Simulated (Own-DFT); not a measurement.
# Energy and forces against displacement in beta-Si3N4, 42 atoms (N24Si18)

Calculated results; nothing here was measured. The program, named Own-DFT, is a retired in-house plane-wave density functional code that no person has reviewed. Each row is one single-point run on a periodic cell that was not relaxed, without spin or spin-orbit coupling.

Settings of every run: PBE; PseudoDojo norm-conserving scalar-relativistic files; cutoff 42 hartree; 3 x 3 x 3 k mesh centred on Gamma; Fermi-Dirac smearing of 0.1 eV.

Known limits, some of them of some rows only: some atoms lie very close together; forces on such cells passed a denser k mesh, each cell not checked; stress not checked against mesh or cutoff.

Cell vectors in Å: (7.606, 0.000, 0.000); (-3.803, 6.587, 0.000); (0.000, 0.000, 8.727). In each run every atom was moved at random and independently from its ideal site; u is the rms move along one axis. E is the free energy for each atom above the fitted value at u = 0, and F the rms of the force components.

```
run   u (Å)  E (meV/atom)  F (eV/Å)  largest force (eV/Å)  P (GPa)
  1  0.0198          13.8     0.732                  2.59     5.44
  2  0.0202          20.1     0.880                  2.68     5.46
  3  0.0226          25.5     0.962                  3.35     5.78
  4  0.0473          97.7     1.876                  6.27     7.49
  5  0.0503         125.3     2.150                  7.77     8.32
  6  0.0928             ?         ?                     ?        ?
  7  0.0942         382.0     4.457                 24.22    13.97
  8  0.1367         871.9     6.451                 25.58    26.75
```

## Worked fit

For small independent moves the energy grows as E = (3/2) K u², with K the mean stiffness felt by one atom. The runs with u up to 0.11 Å give K = 30.1 ± 1.7 eV/Å², with residuals divided by u² + 0.0006 Å², since the noise grows with the moves. The scatter is 9.8 meV/atom at u = 0.05 Å. The forces follow F = G u with G = 42.2 eV/Å²; no force at u = 0 is resolved. G exceeds K because the moves of its neighbours add to the force on an atom, and stiffness differs between atoms. The pressure follows P = 5.26 + 997 u² GPa: at fixed volume, shortened bonds push harder than stretched ones pull.

## Withheld run

Question: what energy and rms force should run 6 give?

The fit gives 390 ± 36 meV/atom and about 3.92 eV/Å. The calculation gave 476.5 meV/atom and 5.025 eV/Å. This run lies off the fit, by chance or by something that the fit leaves out.
